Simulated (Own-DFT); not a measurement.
## Calculated data, Al3GaN4 (wurtzite random alloy, strained, atoms displaced)

Computed with Own-DFT development build. A calculation, not a measurement: plane-wave PBEsol density functional theory by an unreviewed code, no spin, of a simulated periodic cell, stress positive in tension, free energy of the whole cell less one offset for each atom, forces on such cells passed a denser k mesh, this cell's mesh not checked; offsets are fitted by least squares, one for each functional and potential file, so energies compare only between cells with the same atoms and settings and are not formation energies; the far tail of each file's local potential was reset to the Coulomb form; each entry is a single point on an unrelaxed cell, so the pressure reflects the starting lattice, mostly measured values, from which strain is counted, and rises with the displacements; printed positions are rounded, which can move forces by about a meV/angstrom; the program is a retired in-house code; no spin-orbit coupling.

Settings shared by all entries: functional PBEsol; potential files PseudoDojo norm-conserving, scalar-relativistic, made for PBE, standard set; wave cutoff 42 hartree; occupations Fermi-Dirac; smearing width 0.1 eV; k mesh 4 x 4 x 3 centred on Gamma.

(1) Al3GaN4 (wurtzite random alloy, strained, atoms displaced)

```xyz
72
Lattice="9.6521 0.0000 0.0000 -4.8260 8.3589 0.0000 0.0000 0.0000 10.0655" Properties=species:S:1:pos:R:3 Al3GaN4
Al     0.0135     1.8590    10.0330
Ga     1.5568     0.9609     2.5239
N      0.0216     1.8763     1.8881
N      1.5182     0.8632     4.4697
Ga     0.0477     1.8954     4.9902
Ga     1.5747     0.9076     7.5728
N     -0.0546     1.8476     6.9959
N      1.6580     0.9512     9.4824
Al    -1.6593     4.7020     0.0555
Ga    -0.0289     3.6845     2.6006
N     -1.7079     4.6112     1.9617
N     -0.0245     3.7350     4.4066
Al    -1.5834     4.6433     5.0395
Ga    -0.0173     3.7287     7.5104
N     -1.7621     4.6147     6.9261
N      0.0124     3.6951     9.4121
Al    -3.1812     7.4416    10.0225
Al    -1.5515     6.5279     2.5272
N     -3.2840     7.4377     1.9469
N     -1.6356     6.4970     4.4463
Al    -3.1980     7.4803     4.9769
Al    -1.5615     6.5631     7.5389
N     -3.2928     7.3768     6.9426
N     -1.5678     6.4798     9.3197
Al     3.2621     1.9022     9.9988
Al     4.8591     0.9096     2.5183
N      3.2281     1.8722     1.7952
N      4.7745     0.8600     4.5103
Ga     3.2504     1.8709     4.9735
Al     4.7654     0.9261     7.5312
N      3.1898     1.8874     6.9366
N      4.7951     0.8956     9.4212
Al     1.5626     4.6429     0.0087
Ga     3.2676     3.6732     2.5880
N      1.6038     4.6425     1.8753
N      3.1640     3.7186     4.3995
Al     1.5059     4.7375     5.0253
Al     3.2403     3.7252     7.5674
N      1.5590     4.6409     6.9209
N      3.2590     3.6311     9.4728
Ga    -0.0040     7.3800    10.0611
Al     1.7369     6.3885     2.5283
N     -0.0765     7.4882     1.8916
N      1.6181     6.5533     4.4102
Al    -0.0377     7.4515     5.0254
Al     1.4922     6.4347     7.5914
N      0.0591     7.4972     6.8967
N      1.6624     6.5091     9.5190
Ga     6.5462     1.9209    10.0619
Al     7.9493     0.9343     2.4680
N      6.4205     1.8944     1.9347
N      8.0926     0.9951     4.4644
Al     6.4881     1.9359     5.1143
Al     8.0566     0.8179     7.4602
N      6.3322     1.8229     6.9838
N      8.0324     0.9589     9.5234
Al     4.8099     4.6563     9.9388
Al     6.3929     3.6633     2.5140
N      4.9227     4.6549     1.9808
N      6.4069     3.7356     4.4472
Al     4.8292     4.5556     5.0111
Al     6.3272     3.6680     7.4311
N      4.7864     4.7251     6.9518
N      6.5297     3.7129     9.4628
Al     3.2905     7.4288     0.0544
Al     4.8425     6.4835     2.6022
N      3.2232     7.3964     1.9688
N      4.7439     6.4343     4.3741
Al     3.2734     7.4418     5.0661
Al     4.7962     6.4781     7.5501
N      3.2620     7.4102     7.0600
N      4.7798     6.5098     9.4133
```

* free energy of cell above offsets: -22.789 eV
* pressure: -6.9 GPa
* stress xx: 11.37 GPa
* stress yy: 9.06 GPa
* stress zz: 0.26 GPa
* stress yz: 0.06 GPa
* stress xz: 0.45 GPa
* stress xy: 0.34 GPa

Force:
| element | x (eV/Å) | y (eV/Å) | z (eV/Å) |
| --- | --- | --- | --- |
| Al | 0.14 | 0.295 | -0.121 |
| Ga | 1.034 | -0.418 | -0.828 |
| N | -1.647 | -0.254 | 0.017 |
| N | 1.609 | 1.052 | -0.599 |
| Ga | -0.68 | -0.206 | 1.315 |
| Ga | 0.07 | 0.08 | -0.687 |
| N | -0.032 | -0.222 | -0.687 |
| N | -0.59 | -0.464 | 0.622 |
| Al | 0.94 | -0.88 | -1.075 |
| Ga | 0.05 | 0.444 | -3.141 |
| N | 1.027 | 1.043 | -0.198 |
| N | 0.304 | 0.92 | 2.42 |
| Al | -1.303 | 0.372 | -0.109 |
| Ga | -1.296 | -0.462 | 0.268 |
| N | 1.465 | 0.842 | -0.366 |
| N | -0.22 | 0.718 | 1.73 |
| Al | -0.384 | 0.029 | 0.385 |
| Al | -1.521 | -0.37 | -0.118 |
| N | 1.099 | -0.668 | -0.702 |
| N | 0.632 | 0.093 | 0.042 |
| Al | -0.93 | -2.037 | 0.95 |
| Al | -1.214 | -0.856 | -2.332 |
| N | 1.209 | 0.316 | -0.374 |
| N | -1.001 | -0.175 | 2.824 |
| Al | -0.013 | -1.786 | 0.369 |
| Al | -1.027 | 0.436 | -0.302 |
| N | 0.507 | -0.511 | 2.047 |
| N | 1.6 | 1.216 | -1.689 |
| Ga | -1.234 | -0.293 | 0.856 |
| Al | 0.189 | 0.17 | 0.212 |
| N | 0.366 | 0.181 | 0.352 |
| N | 0.325 | 0.552 | 0.158 |
| Al | 0.541 | -0.475 | -0.53 |
| Ga | -0.048 | 0.297 | -3.054 |
| N | 0 | -0.167 | 0.811 |
| N | -0.121 | 0.604 | 2.492 |
| Al | 1.28 | -0.634 | -0.248 |
| Al | -0.841 | -0.213 | -0.57 |
| N | 0.951 | 0.541 | 0.038 |
| N | -0.461 | 2.449 | -0.796 |
| Ga | 0.326 | 1.14 | -0.325 |
| Al | -1.322 | 1.261 | -0.415 |
| N | 1.195 | -0.991 | 1.242 |
| N | -0.275 | -0.258 | 0.689 |
| Al | 0.511 | -0.727 | -0.412 |
| Al | 1.6 | 1.072 | -0.045 |
| N | -0.982 | -1.318 | 0.816 |
| N | -0.024 | -0.806 | -0.574 |
| Ga | -1.988 | -0.615 | -0.468 |
| Al | 1.586 | -0.253 | 0.641 |
| N | -0.197 | -0.95 | 0.797 |
| N | -1.563 | -0.883 | -0.388 |
| Al | -0.52 | -1.227 | -0.993 |
| Al | -0.728 | 2.02 | 1.689 |
| N | 1.162 | 0.202 | -0.386 |
| N | 1.746 | -1.541 | -0.927 |
| Al | 0.847 | -0.452 | 1.686 |
| Al | 0.325 | 0.942 | 0.259 |
| N | -1.241 | 0.252 | -1.31 |
| N | 0.598 | -0.787 | 0.289 |
| Al | -0.829 | 1.699 | -0.126 |
| Al | 1.091 | 0.519 | 1.691 |
| N | -0.281 | -1.917 | -0.303 |
| N | -1.713 | 1.307 | -0.97 |
| Al | -1.005 | 0.416 | -0.546 |
| Al | 0.052 | -0.15 | -2.307 |
| N | 0.249 | 0.539 | -0.271 |
| N | 0.862 | 0.398 | 2.748 |
| Al | -0.509 | -0.029 | -0.176 |
| Al | 0.54 | 0.707 | -0.313 |
| N | -1.406 | -0.91 | -1.739 |
| N | 1.119 | -0.212 | 1.066 |

(2) Al3GaN4 (wurtzite random alloy, strained, atoms displaced)

```xyz
72
Lattice="9.6521 0.0000 0.0000 -4.8260 8.3589 0.0000 0.0000 0.0000 10.0655" Properties=species:S:1:pos:R:3 Al3GaN4
Al     0.0105     1.8687    10.0595
Al     1.6037     0.8710     2.4484
N      0.0047     1.8442     1.9272
N      1.5953     0.9209     4.4135
Ga     0.0756     1.8161     5.0396
Al     1.5135     0.9168     7.5470
N      0.0174     1.7810     6.9265
N      1.6416     0.9588     9.5222
Al    -1.5957     4.6827    10.0434
Ga    -0.0230     3.8356     2.4986
N     -1.6427     4.6827     1.9155
N     -0.1009     3.7495     4.2931
Ga    -1.5678     4.6576     5.1138
Ga     0.0791     3.7297     7.4810
N     -1.6185     4.6770     6.9007
N      0.0560     3.7837     9.5007
Al    -3.2195     7.4440     0.0120
Al    -1.6789     6.5527     2.4861
N     -3.3092     7.4423     1.8297
N     -1.5762     6.4650     4.4081
Al    -3.1859     7.4653     4.9962
Al    -1.6184     6.5114     7.5378
N     -3.1236     7.3915     6.9385
N     -1.6716     6.5679     9.4636
Ga     3.2842     1.8089    10.0454
Al     4.8355     0.8466     2.5484
N      3.2536     1.8003     1.9544
N      4.8411     0.8360     4.4199
Al     3.1438     1.8695     5.0849
Al     4.8628     0.9545     7.4610
N      3.1964     1.8910     6.9483
N      4.7584     0.9414     9.4454
Al     1.6206     4.5914    10.0518
Ga     3.2626     3.6412     2.5191
N      1.5516     4.7451     1.9602
N      3.1927     3.7137     4.4332
Al     1.5384     4.6612     4.9908
Al     3.2081     3.8080     7.4700
N      1.6559     4.6049     6.9555
N      3.2635     3.7782     9.5265
Al    -0.0366     7.3578    10.0486
Al     1.6960     6.4375     2.5130
N     -0.0255     7.4207     1.8946
N      1.5580     6.5568     4.4161
Al    -0.0657     7.4993     5.1263
Al     1.6440     6.5278     7.5647
N     -0.0496     7.4160     6.9480
N      1.6324     6.5836     9.4496
Al     6.4083     1.8229    10.0448
Al     8.0581     1.0263     2.4969
N      6.3776     1.8034     1.9172
N      8.0496     0.9091     4.4974
Al     6.3672     1.8459     4.9525
Ga     8.0274     0.8766     7.5426
N      6.3852     1.8545     7.0037
N      8.0036     0.9963     9.4643
Al     4.7926     4.6417    10.0462
Al     6.4284     3.6886     2.5402
N      4.8961     4.6073     1.9111
N      6.4271     3.6942     4.4378
Al     4.8694     4.6769     5.0110
Al     6.4231     3.6921     7.5949
N      4.7651     4.5932     6.9008
N      6.4545     3.6952     9.4492
Al     3.2475     7.3162     0.0584
Ga     4.8260     6.5027     2.5960
N      3.1825     7.4249     1.9663
N      4.9083     6.5292     4.3700
Ga     3.1135     7.4145     5.0549
Al     4.7957     6.4422     7.4793
N      3.1654     7.4720     6.9584
N      4.7776     6.5969     9.4607
```

- stress zz: withheld
- stress xx: withheld

To be estimated
1. Give the missing stress zz for Al3GaN4 (wurtzite random alloy, strained, atoms displaced) (entry 2).
2. Estimate the stress xx of Al3GaN4 (wurtzite random alloy, strained, atoms displaced) (entry 2).

Calculated values
1. -0.05 GPa
2. 9.08 GPa

Further results for Al3GaN4 (wurtzite random alloy, strained, atoms displaced) (entry 2):

- free energy of cell above offsets: -22.964 eV
- pressure: -6.77 GPa
- stress yy: 11.28 GPa
- stress yz: -0.25 GPa
- stress xz: 0.47 GPa
- stress xy: -0.38 GPa

Force:
| element | x (eV/Å) | y (eV/Å) | z (eV/Å) |
| --- | --- | --- | --- |
| Al | -0.347 | 0.094 | 0.169 |
| Al | -0.162 | 1.167 | 0.207 |
| N | 0.228 | 0.292 | -0.424 |
| N | 1.406 | -0.554 | -0.509 |
| Ga | -1.864 | 0.736 | -1.224 |
| Al | 2.363 | -0.535 | 0.735 |
| N | -0.277 | 1.062 | 0.866 |
| N | -1.407 | -0.503 | -1.039 |
| Al | -0.433 | -0.273 | 0.282 |
| Ga | -0.261 | -1.089 | -1.862 |
| N | -0.941 | 0.233 | -0.706 |
| N | 1.87 | -0.568 | 3.983 |
| Ga | -0.967 | -0.184 | -3.044 |
| Ga | -1.381 | -0.649 | 1.16 |
| N | -0.129 | -0.449 | 3.395 |
| N | -0.96 | -0.813 | -0.427 |
| Al | -0.73 | 0.371 | -1.374 |
| Al | 0.905 | -0.633 | -0.049 |
| N | 1.386 | -0.008 | 1.582 |
| N | -0.683 | 1.704 | 0.126 |
| Al | 0.314 | -0.794 | 0.309 |
| Al | 0.354 | -0.148 | 0.35 |
| N | -2.247 | 0.653 | -0.277 |
| N | 0.648 | -1.263 | -0.245 |
| Ga | -1.139 | 1.293 | 0.521 |
| Al | -0.104 | 0.055 | -0.944 |
| N | -0.469 | -0.592 | 0.202 |
| N | -0.857 | 1.653 | 0.875 |
| Al | 0.807 | 0.021 | -1.108 |
| Al | -1.686 | -0.4 | 1.435 |
| N | -0.296 | -0.157 | 0.398 |
| N | 2.483 | -1.461 | -0.947 |
| Al | 0.614 | 1.393 | 0.7 |
| Ga | -0.378 | 0.706 | -0.451 |
| N | 1.463 | -1.866 | -1.589 |
| N | 0.01 | 0.287 | 1.167 |
| Al | 0.457 | 0.11 | -0.616 |
| Al | 0.375 | -2.355 | 1.418 |
| N | -0.438 | 1.937 | -1.126 |
| N | -1.051 | -0.332 | -1.39 |
| Al | 0.443 | 1.428 | 0.162 |
| Al | -1.637 | 2.305 | 0.392 |
| N | 0.019 | -0.521 | 0.094 |
| N | -0.691 | -1.32 | 0.604 |
| Al | 0.428 | -1.77 | -2.029 |
| Al | -1.034 | -0.134 | -0.162 |
| N | 0.992 | 0.129 | 1.102 |
| N | -0.471 | -1.383 | 0.211 |
| Al | -0.349 | 0.176 | 0.007 |
| Al | -0.418 | -1.399 | 0.495 |
| N | 0.689 | 0.724 | 0.354 |
| N | -0.666 | 0.862 | -1.133 |
| Al | 1.098 | -0.007 | 1.019 |
| Ga | -0.352 | 1.57 | 0.416 |
| N | 0.613 | 0.661 | -1.48 |
| N | 0.961 | -0.895 | 0.959 |
| Al | 1.413 | 0.61 | 0.502 |
| Al | 0.449 | 0.038 | -0.682 |
| N | -0.571 | 0.235 | -0.187 |
| N | -0.503 | -0.107 | 0.169 |
| Al | -0.427 | -0.53 | -0.749 |
| Al | 0.115 | -0.109 | -1.084 |
| N | 1.371 | 1.227 | 0.428 |
| N | -0.27 | 0.666 | 0.611 |
| Al | -1.076 | 2.205 | 0.028 |
| Ga | -0.561 | -0.303 | -3.089 |
| N | 0.482 | 0.484 | -0.442 |
| N | -0.409 | -0.515 | 3.92 |
| Ga | 1.158 | 0.519 | -1.011 |
| Al | 0.52 | 1.018 | 0.695 |
| N | 0.862 | -2.275 | 0.235 |
| N | 1.343 | -1.731 | -0.887 |
